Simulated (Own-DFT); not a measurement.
Si$_{7}$Ge (layered order of Si and Ge on the diamond lattice, atoms displaced) (calculated)

Computed with Own-DFT development build. A calculation, not a measurement: plane-wave density functional theory by an unreviewed code, no spin, of a simulated periodic cell, stress positive in tension, run twice, with PBE and with PBEsol, both on files made for PBE, so the change isn't that of files made for PBEsol, forces on such cells passed a denser k mesh, this cell's mesh not checked; the far tail of each file's local potential was reset to the Coulomb form; each entry is a single point on an unrelaxed cell, so the pressure reflects the starting lattice, mostly measured values (interpolated for alloys), from which strain is counted, and rises with the displacements; printed positions are rounded, which can move forces by about a meV/angstrom; the program, named Own-DFT, is a retired in-house code; no spin-orbit coupling; stress was not checked against mesh or cutoff.

Settings shared by all entries: functional PBE, then PBEsol; potential files PseudoDojo norm-conserving, scalar-relativistic, standard set; wave cutoff 42 hartree; occupations Fermi-Dirac; smearing width 0.1 eV; k mesh 3 x 3 x 3 centred on Gamma.

(1) Si$_{7}$Ge (layered order of Si and Ge on the diamond lattice, atoms displaced)

```
Si7Ge
1.0
     10.9187     0.0000     0.0000
      0.0000    10.9187     0.0000
      0.0000     0.0000    10.9187
Ge Si Ge Si Ge Si Ge Si Ge Si Ge Si Ge Si Ge Si
1 2 1 12 1 2 1 12 1 2 1 12 1 2 1 12
Direct
  0.00354 0.00045 0.99566
  0.99618 0.25748 0.26034
  0.24635 0.00803 0.24918
  0.24628 0.25138 0.99384
  0.12179 0.12465 0.11851
  0.12578 0.37025 0.37858
  0.37086 0.12408 0.36708
  0.36389 0.38165 0.13052
  0.00171 0.00434 0.49179
  0.01266 0.25781 0.74787
  0.24370 0.99825 0.74669
  0.25008 0.24112 0.49660
  0.13387 0.12781 0.62328
  0.11805 0.38843 0.88457
  0.38244 0.13234 0.88400
  0.38008 0.36589 0.62305
  0.00212 0.50600 0.00536
  0.01312 0.74618 0.24720
  0.25139 0.50970 0.24617
  0.26069 0.75483 0.99841
  0.12341 0.63278 0.12256
  0.12640 0.87781 0.36802
  0.37241 0.63289 0.37739
  0.36503 0.87585 0.11293
  0.99830 0.49861 0.49197
  0.99965 0.75168 0.74742
  0.25615 0.49771 0.74908
  0.25926 0.75148 0.51033
  0.12079 0.62680 0.62413
  0.12763 0.87746 0.87977
  0.37715 0.63400 0.87799
  0.36620 0.87647 0.61909
  0.49909 0.01391 0.00895
  0.49282 0.25505 0.25439
  0.75329 0.99809 0.25187
  0.74968 0.24680 0.99118
  0.63011 0.13036 0.12136
  0.64071 0.37728 0.38280
  0.87489 0.11964 0.37980
  0.87506 0.37912 0.12763
  0.50102 0.99200 0.50116
  0.51045 0.24224 0.74411
  0.74987 0.00533 0.75184
  0.74364 0.25982 0.50322
  0.62342 0.12731 0.62322
  0.62376 0.38137 0.87905
  0.87378 0.11565 0.88013
  0.86607 0.38536 0.63007
  0.50357 0.48754 0.00213
  0.50427 0.74045 0.25356
  0.74154 0.50126 0.25019
  0.74019 0.74801 0.99605
  0.62867 0.62508 0.12237
  0.62350 0.88127 0.37445
  0.87389 0.62636 0.37705
  0.88130 0.88197 0.14035
  0.50355 0.49402 0.50800
  0.49527 0.75847 0.74989
  0.74783 0.50143 0.75068
  0.75207 0.75133 0.49292
  0.62620 0.63508 0.61849
  0.63231 0.87455 0.87497
  0.86857 0.61668 0.88267
  0.87926 0.86976 0.62787
```

| Quantity | Value |
| --- | --- |
| PBE pressure | 3.12 GPa |
| PBE stress xx | -3.03 GPa |
| PBE stress yy | -3.17 GPa |
| PBE stress zz | -3.14 GPa |
| PBE stress yz | -0.66 GPa |
| PBE stress xz | 0.45 GPa |
| PBE stress xy | 0.76 GPa |
| PBEsol pressure | 1.59 GPa |
| PBEsol stress xx | -1.51 GPa |
| PBEsol stress yy | -1.65 GPa |
| PBEsol stress zz | -1.63 GPa |
| PBEsol stress yz | -0.67 GPa |
| PBEsol stress xz | 0.46 GPa |
| PBEsol stress xy | 0.76 GPa |
| rms change of force components from PBE to PBEsol | 0.038 eV/Å |

Force:
```csv
force element,PBE force x (eV/Å),PBE force y (eV/Å),PBE force z (eV/Å),PBEsol force x (eV/Å),PBEsol force y (eV/Å),PBEsol force z (eV/Å)
Ge,-0.678,-0.62,1.205,-0.658,-0.607,1.179
Si,-0.105,-1.213,-1.291,-0.109,-1.207,-1.278
Si,-0.161,-1.129,-1.234,-0.16,-1.115,-1.232
Ge,-0.199,0.707,0.825,-0.193,0.689,0.806
Si,-0.058,1.112,1.457,-0.075,1.099,1.341
Si,0.682,0.916,-0.367,0.702,0.909,-0.362
Si,1.08,-0.32,1.044,1.081,-0.325,1.04
Si,0.876,-1.12,-0.353,0.872,-1.122,-0.449
Si,0.518,-1.044,1.579,0.528,-1.04,1.569
Si,-1.601,-0.282,0.398,-1.573,-0.283,0.394
Si,1.124,0.588,0.976,1.116,0.582,0.981
Si,0.777,1.051,-0.066,0.776,1.039,-0.076
Si,-1.4,-0.39,0.056,-1.393,-0.391,0.06
Si,1.552,-1.094,-2.05,1.513,-1.054,-1.912
Si,-0.654,-0.324,-2.474,-0.653,-0.322,-2.338
Si,-0.426,-0.085,0.336,-0.433,-0.1,0.337
Ge,-1.072,0.164,0.713,-1.047,0.161,0.7
Si,-1.983,0.823,1.219,-1.965,0.803,1.212
Si,-1.053,0.093,1.195,-1.056,0.109,1.185
Ge,-2.519,-1.21,-0.796,-2.471,-1.188,-0.784
Si,1.574,-0.499,-0.283,1.563,-0.513,-0.399
Si,0.715,-0.237,1.102,0.711,-0.24,1.095
Si,0.685,-1.364,0.451,0.671,-1.348,0.454
Si,2.397,1.711,3.547,2.351,1.671,3.408
Si,-0.114,0.18,1.167,-0.111,0.163,1.147
Si,0.151,-0.755,1.596,0.154,-0.754,1.604
Si,-0.547,0.532,0.249,-0.529,0.517,0.244
Si,-2.454,-0.785,-1.899,-2.442,-0.797,-1.88
Si,0.678,-0.653,-0.107,0.661,-0.65,-0.108
Si,-0.15,-0.858,-1.541,-0.152,-0.847,-1.414
Si,0.91,-1.903,-1.231,0.878,-1.866,-1.117
Si,1.572,1.06,1.803,1.558,1.073,1.796
Ge,0.483,-2.128,-0.604,0.468,-2.076,-0.59
Si,1.317,0.353,-0.319,1.311,0.361,-0.323
Si,-0.827,1.158,0.141,-0.834,1.155,0.132
Ge,0.66,1.029,0.715,0.641,1.003,0.694
Si,-0.244,0.286,2.118,-0.241,0.292,1.994
Si,-3.13,0.599,-1.352,-3.095,0.604,-1.35
Si,-0.881,1.661,-0.283,-0.889,1.648,-0.282
Si,-0.46,-0.463,0.438,-0.451,-0.445,0.341
Si,-0.733,1.399,-0.169,-0.728,1.385,-0.154
Si,-1.325,1.431,1.715,-1.3,1.421,1.713
Si,0.31,-0.909,-0.774,0.297,-0.891,-0.776
Si,2.014,-2.073,0.968,2.007,-2.066,0.975
Si,0.771,-1.151,-0.807,0.772,-1.155,-0.823
Si,0.786,-1.604,-2.322,0.756,-1.575,-2.182
Si,0.822,1.464,-1.84,0.832,1.452,-1.713
Si,1.658,-1.213,-0.683,1.643,-1.198,-0.674
Ge,-1.501,2.075,0.924,-1.466,2.027,0.909
Si,-0.51,1.538,-0.862,-0.497,1.518,-0.862
Si,1.572,0.419,-0.221,1.546,0.42,-0.23
Ge,2.115,0.507,1.211,2.061,0.482,1.179
Si,-1.184,-0.678,0.718,-1.157,-0.652,0.59
Si,0.345,-1.182,-0.502,0.338,-1.166,-0.504
Si,0.459,-0.254,-1.345,0.452,-0.251,-1.339
Si,0.198,-1.45,-1.572,0.225,-1.422,-1.62
Si,-0.039,0.9,-1.004,-0.039,0.884,-0.994
Si,0.654,-0.029,-0.287,0.642,-0.02,-0.285
Si,-0.913,1.051,0.351,-0.927,1.048,0.347
Si,0.006,0.821,0.568,0.006,0.825,0.548
Si,-0.47,-0.61,1.006,-0.463,-0.589,0.995
Si,-1.912,1.465,-0.796,-1.864,1.422,-0.691
Si,0.552,1.153,-1.412,0.555,1.141,-1.294
Si,-0.712,1.384,-0.944,-0.713,1.375,-0.934
```

(2) Si$_{7}$Ge (layered order of Si and Ge on the diamond lattice, atoms displaced)

```
Si7Ge
1.0
     10.9187     0.0000     0.0000
      0.0000    10.9187     0.0000
      0.0000     0.0000    10.9187
Ge Si Ge Si Ge Si Ge Si Ge Si Ge Si Ge Si Ge Si
1 2 1 12 1 2 1 12 1 2 1 12 1 2 1 12
Direct
  0.99900 0.98590 0.00591
  0.00235 0.24277 0.24640
  0.24660 0.00267 0.25354
  0.24756 0.24921 0.99041
  0.11908 0.12158 0.12694
  0.12533 0.37097 0.38598
  0.38616 0.12556 0.38683
  0.37255 0.37529 0.13100
  0.99772 0.00271 0.49649
  0.99505 0.25327 0.75051
  0.25288 0.00764 0.74786
  0.25662 0.24506 0.50252
  0.12850 0.11932 0.62731
  0.11960 0.37578 0.87360
  0.36199 0.12621 0.88270
  0.37388 0.37627 0.61957
  0.99957 0.50300 0.00261
  0.99732 0.74428 0.25650
  0.24583 0.50371 0.24638
  0.25041 0.74110 0.99901
  0.11700 0.62764 0.12371
  0.12152 0.88137 0.37896
  0.38049 0.63469 0.38241
  0.38095 0.86694 0.12549
  0.00283 0.48890 0.49950
  0.99993 0.75094 0.75329
  0.24361 0.50628 0.75667
  0.25088 0.75411 0.49743
  0.11680 0.61889 0.62508
  0.13045 0.87036 0.87180
  0.37804 0.62692 0.87639
  0.37877 0.86678 0.63369
  0.49911 0.99498 0.99765
  0.49368 0.24348 0.24468
  0.74941 0.00200 0.24892
  0.74799 0.24678 0.00087
  0.63584 0.13092 0.12566
  0.62724 0.37425 0.37635
  0.88102 0.11573 0.36717
  0.86971 0.38030 0.13217
  0.50074 0.99987 0.50423
  0.49384 0.25454 0.74633
  0.74251 0.00076 0.74671
  0.75052 0.24476 0.50742
  0.63149 0.12360 0.62033
  0.63573 0.36150 0.87815
  0.87295 0.13090 0.87067
  0.88268 0.37320 0.61617
  0.49889 0.49575 0.98682
  0.50043 0.74970 0.25998
  0.75387 0.49919 0.25190
  0.74099 0.74608 0.00397
  0.61658 0.62603 0.12110
  0.62065 0.88427 0.38352
  0.86916 0.61568 0.38176
  0.86739 0.87342 0.11272
  0.49653 0.50406 0.50627
  0.50358 0.74700 0.75765
  0.74946 0.49833 0.74762
  0.74332 0.73592 0.49213
  0.62940 0.62848 0.62704
  0.61656 0.87979 0.87901
  0.87707 0.61100 0.87417
  0.87090 0.87561 0.62201
```

| Property | Result |
| --- | --- |
| PBE pressure | 2.87 GPa |
| PBE stress xx | -2.94 GPa |
| PBE stress yy | -2.84 GPa |
| PBE stress zz | -2.84 GPa |
| PBE stress yz | 0.5 GPa |
| PBE stress xz | 0.62 GPa |
| PBE stress xy | 0.54 GPa |
| PBEsol pressure | 1.36 GPa |
| PBEsol stress xx | -1.42 GPa |
| PBEsol stress yy | -1.32 GPa |
| PBEsol stress zz | -1.33 GPa |
| PBEsol stress yz | 0.51 GPa |
| PBEsol stress xz | 0.61 GPa |
| PBEsol stress xy | 0.55 GPa |
| rms change of force components from PBE to PBEsol | 0.036 eV/Å |

Force:
```csv
force element,PBE force x (eV/Å),PBE force y (eV/Å),PBE force z (eV/Å),PBEsol force x (eV/Å),PBEsol force y (eV/Å),PBEsol force z (eV/Å)
Ge,0.673,1.632,-1.731,0.661,1.593,-1.69
Si,-0.513,1.435,0.775,-0.509,1.439,0.76
Si,1.057,-0.179,-0.078,1.057,-0.169,-0.081
Ge,-1.325,1.161,2.448,-1.301,1.137,2.393
Si,1.032,-0.128,-0.584,1.02,-0.145,-0.68
Si,0.885,-0.672,-2.044,0.887,-0.675,-2.025
Si,-1.238,-0.343,-1.585,-1.212,-0.339,-1.564
Si,-0.232,0.025,-0.932,-0.228,0.03,-1.006
Si,0.141,-0.418,1.112,0.134,-0.403,1.116
Si,0.859,-0.352,-0.56,0.853,-0.348,-0.556
Si,0.109,-1.711,0.548,0.122,-1.695,0.54
Si,-0.654,0.163,0.225,-0.655,0.147,0.223
Si,-0.989,1.08,-0.51,-0.992,1.074,-0.507
Si,0.118,0.196,-0.239,0.119,0.194,-0.141
Si,2.497,-0.815,-1.944,2.46,-0.778,-1.807
Si,-0.656,0.628,1.209,-0.663,0.629,1.196
Ge,-0.167,-1.291,0.358,-0.163,-1.261,0.348
Si,-0.64,0.954,-0.204,-0.644,0.949,-0.196
Si,0.156,0.045,1.214,0.145,0.058,1.199
Ge,0.046,0.964,0.525,0.044,0.937,0.508
Si,0.688,-0.025,0.993,0.674,-0.025,0.87
Si,0.306,-0.887,-0.567,0.299,-0.877,-0.566
Si,-1.06,-1.327,-0.533,-1.048,-1.322,-0.523
Si,-1.056,0.482,0.924,-1.041,0.48,0.817
Si,-0.324,1.5,-0.09,-0.318,1.5,-0.104
Si,-0.658,-0.394,-0.514,-0.659,-0.387,-0.495
Si,0.642,-0.634,-0.877,0.64,-0.621,-0.852
Si,-0.74,-0.18,0.951,-0.744,-0.171,0.941
Si,0.707,1,-0.146,0.691,0.989,-0.152
Si,0.07,0.558,-0.281,0.09,0.552,-0.187
Si,-0.575,-0.557,-0.999,-0.568,-0.55,-0.877
Si,-0.385,0.866,-0.514,-0.378,0.846,-0.499
Ge,-0.65,1.779,1.377,-0.64,1.735,1.346
Si,1.159,0.635,0.768,1.14,0.614,0.743
Si,0.092,-0.917,-0.093,0.084,-0.925,-0.099
Ge,2.021,0.4,0.599,1.978,0.389,0.585
Si,-2.139,-1.356,0.704,-2.085,-1.307,0.597
Si,-0.626,-0.253,0.069,-0.62,-0.253,0.069
Si,-0.855,1.311,0.598,-0.848,1.302,0.584
Si,1.103,-1.218,-0.561,1.102,-1.215,-0.645
Si,-0.124,-0.337,1.289,-0.144,-0.343,1.3
Si,0.696,-1.01,0.561,0.679,-1.005,0.561
Si,0.741,-0.336,0.655,0.731,-0.344,0.664
Si,0.964,0.517,-1.955,0.963,0.51,-1.94
Si,-1.756,0.17,1.022,-1.747,0.173,1.013
Si,-1.811,1.672,-2.149,-1.759,1.624,-2.02
Si,0.245,-1.586,0.171,0.22,-1.562,0.257
Si,-1.491,-0.312,1.292,-1.48,-0.302,1.279
Ge,0.486,-0.803,1.353,0.476,-0.783,1.32
Si,0.715,0.589,-0.84,0.727,0.585,-0.829
Si,-1.693,0.487,-0.079,-1.692,0.503,-0.088
Ge,0.551,-0.166,-1.595,0.531,-0.159,-1.562
Si,-0.064,-0.897,1.56,-0.061,-0.883,1.44
Si,0.905,-1.211,-1.265,0.907,-1.185,-1.245
Si,1.413,-0.073,-0.695,1.417,-0.085,-0.673
Si,-0.294,-0.904,2.878,-0.281,-0.895,2.739
Si,0.906,-0.136,-0.582,0.904,-0.131,-0.575
Si,0.21,0.232,-0.516,0.221,0.217,-0.501
Si,0.471,-0.928,-0.165,0.451,-0.93,-0.168
Si,0.377,2.294,0.718,0.361,2.272,0.686
Si,-0.995,-0.763,0.549,-0.987,-0.745,0.553
Si,1.586,-1.003,-1.413,1.556,-0.971,-1.283
Si,-0.862,1.968,-0.599,-0.819,1.924,-0.497
Si,-0.057,-0.62,-0.008,-0.062,-0.614,-0.017
```

(3) Si$_{7}$Ge (layered order of Si and Ge on the diamond lattice, atoms displaced)

```
Si7Ge
1.0
     10.9187     0.0000     0.0000
      0.0000    10.9187     0.0000
      0.0000     0.0000    10.9187
Ge Si Ge Si Ge Si Ge Si Ge Si Ge Si Ge Si Ge Si
1 2 1 12 1 2 1 12 1 2 1 12 1 2 1 12
Direct
  0.99560 0.99585 0.98975
  0.00570 0.24693 0.24573
  0.25165 0.00604 0.25476
  0.24408 0.25559 0.00352
  0.13317 0.12872 0.11732
  0.11982 0.37850 0.36960
  0.37733 0.13315 0.37448
  0.37472 0.36195 0.12128
  0.99807 0.00155 0.49910
  0.99668 0.24911 0.74992
  0.24761 0.00365 0.74483
  0.25361 0.24788 0.50735
  0.13547 0.13294 0.61708
  0.11311 0.37386 0.86308
  0.38039 0.13106 0.87490
  0.37400 0.37234 0.61593
  0.99263 0.50402 0.98688
  0.98924 0.73859 0.24714
  0.25913 0.51006 0.25987
  0.25928 0.75073 0.00117
  0.12453 0.62700 0.12863
  0.12533 0.87105 0.37960
  0.37987 0.62359 0.37044
  0.37961 0.87347 0.12599
  0.00160 0.50882 0.51109
  0.99825 0.75796 0.74558
  0.24759 0.50135 0.75011
  0.24011 0.75541 0.50486
  0.12706 0.61682 0.62541
  0.12174 0.88533 0.87772
  0.38081 0.61832 0.87671
  0.37504 0.87377 0.62904
  0.49290 0.99580 0.00046
  0.49511 0.25671 0.24923
  0.74357 0.99255 0.24841
  0.75002 0.24781 0.99880
  0.61996 0.12380 0.12931
  0.62362 0.37146 0.37983
  0.87008 0.13198 0.36961
  0.87602 0.37007 0.13073
  0.49533 0.98964 0.49143
  0.49770 0.25126 0.75342
  0.75237 0.99371 0.74872
  0.75120 0.25586 0.50047
  0.62840 0.12755 0.62722
  0.62050 0.37273 0.86965
  0.88376 0.12705 0.86601
  0.87607 0.36849 0.62363
  0.50389 0.49352 0.00463
  0.50522 0.75243 0.24677
  0.75251 0.50327 0.25202
  0.76366 0.75467 0.00516
  0.62840 0.62563 0.12017
  0.61690 0.88137 0.36499
  0.88054 0.62416 0.37961
  0.86945 0.87461 0.12940
  0.49652 0.49969 0.50054
  0.48880 0.75391 0.74133
  0.74866 0.50757 0.74685
  0.73978 0.74965 0.49697
  0.62330 0.63258 0.62585
  0.62842 0.87607 0.88069
  0.88730 0.61113 0.86987
  0.88051 0.87049 0.63054
```

| Item | Value |
| --- | --- |
| PBE pressure | 3.08 GPa |
| PBE stress xx | -3.12 GPa |
| PBE stress yy | -2.98 GPa |
| PBE stress zz | -3.13 GPa |
| PBE stress yz | 1.01 GPa |
| PBE stress xz | -0.85 GPa |
| PBE stress xy | -0.34 GPa |
| PBEsol pressure | 1.57 GPa |
| PBEsol stress xx | -1.62 GPa |
| PBEsol stress yy | -1.47 GPa |
| PBEsol stress zz | -1.62 GPa |
| PBEsol stress yz | 1.03 GPa |
| PBEsol stress xz | -0.86 GPa |
| PBEsol stress xy | -0.35 GPa |
| rms change of force components from PBE to PBEsol | 0.036 eV/Å |

Force:
```csv
force element,PBE force x (eV/Å),PBE force y (eV/Å),PBE force z (eV/Å),PBEsol force x (eV/Å),PBEsol force y (eV/Å),PBEsol force z (eV/Å)
Ge,-0.379,1.284,2.297,-0.381,1.256,2.244
Si,-0.137,-0.035,-0.019,-0.123,-0.055,-0.024
Si,-0.058,-0.656,-0.443,-0.06,-0.647,-0.435
Ge,0.212,0.136,-2.484,0.208,0.134,-2.43
Si,-1.509,-1.837,1.327,-1.462,-1.798,1.204
Si,0.881,0.271,1.245,0.865,0.271,1.226
Si,-0.228,-0.807,0.416,-0.214,-0.789,0.412
Si,-0.269,2.641,1.185,-0.3,2.6,1.056
Si,0.115,0.362,-0.031,0.103,0.368,-0.023
Si,0.946,-0.337,-1.66,0.936,-0.341,-1.654
Si,0.484,0.425,0.762,0.471,0.42,0.76
Si,-0.069,1.263,-2.676,-0.068,1.262,-2.668
Si,-2.269,-1.539,1.319,-2.261,-1.529,1.311
Si,1.372,0.611,0.872,1.352,0.622,0.948
Si,-1.477,-0.718,-0.078,-1.462,-0.73,0.023
Si,0.223,0.748,1.799,0.228,0.743,1.786
Ge,2.641,-2.66,3.844,2.588,-2.612,3.768
Si,1.295,1.621,0.292,1.266,1.605,0.272
Si,-1.597,-2.143,-2.064,-1.582,-2.129,-2.055
Ge,-1.253,-0.061,-0.356,-1.221,-0.057,-0.348
Si,0.359,-0.535,-0.558,0.37,-0.535,-0.635
Si,-1.103,0.73,-1.382,-1.096,0.716,-1.39
Si,0.467,1.979,1.636,0.485,1.985,1.633
Si,-0.89,0.339,1.242,-0.882,0.343,1.127
Si,-0.696,-2.031,-1.426,-0.702,-2.012,-1.402
Si,1.685,-1.985,1.402,1.681,-1.968,1.406
Si,0.746,-0.938,0.091,0.749,-0.931,0.108
Si,1.581,-1.316,-0.006,1.565,-1.303,0.007
Si,0.251,2.196,0.815,0.261,2.17,0.822
Si,1.665,-1.97,-1.584,1.625,-1.927,-1.466
Si,-0.426,0.419,-0.694,-0.4,0.405,-0.586
Si,-1.441,1.001,-1.394,-1.43,1.008,-1.384
Ge,0.997,0.896,-0.176,0.969,0.877,-0.168
Si,1.206,-0.919,0.514,1.2,-0.894,0.508
Si,0.62,1.815,-0.004,0.621,1.796,-0.011
Ge,0.019,-0.144,-0.1,0.015,-0.137,-0.101
Si,0.023,-0.065,-0.209,0.021,-0.065,-0.29
Si,-0.053,1.144,-0.716,-0.052,1.124,-0.714
Si,0.234,-1.005,0.222,0.22,-0.986,0.206
Si,-0.161,0.813,-0.569,-0.168,0.797,-0.644
Si,-0.011,1.829,1.164,-0.027,1.805,1.161
Si,0.202,0.08,-1.388,0.189,0.085,-1.383
Si,-0.037,0.804,0.221,-0.04,0.793,0.227
Si,-0.323,-1.007,-0.166,-0.322,-0.996,-0.162
Si,-0.432,-0.824,-0.452,-0.43,-0.814,-0.448
Si,1.185,0.627,0.008,1.183,0.628,0.101
Si,-1.946,-0.788,0.483,-1.924,-0.806,0.577
Si,-0.158,1.611,0.34,-0.147,1.593,0.345
Ge,-0.197,-0.088,-0.233,-0.198,-0.086,-0.227
Si,-0.388,-0.976,-0.372,-0.381,-0.975,-0.375
Si,-0.228,-0.618,0.268,-0.232,-0.599,0.262
Ge,-1.2,-1.865,-1.914,-1.177,-1.819,-1.867
Si,0.426,0.213,0.88,0.421,0.206,0.771
Si,0.822,-1.31,1.132,0.817,-1.294,1.115
Si,-1.461,-0.162,0.533,-1.439,-0.167,0.544
Si,1.561,0.774,0.718,1.54,0.752,0.603
Si,0.799,0.263,-0.046,0.793,0.271,-0.038
Si,1.949,-1.043,2.184,1.927,-1.035,2.179
Si,-0.106,-1.216,0.004,-0.109,-1.2,0.002
Si,1.146,0.817,-0.414,1.124,0.822,-0.427
Si,-0.676,-0.649,-0.203,-0.669,-0.645,-0.192
Si,-0.39,-0.506,-1.028,-0.392,-0.51,-0.922
Si,-2.836,4.075,-2.384,-2.748,3.986,-2.261
Si,-1.709,0.961,-1.984,-1.694,0.949,-1.982
```
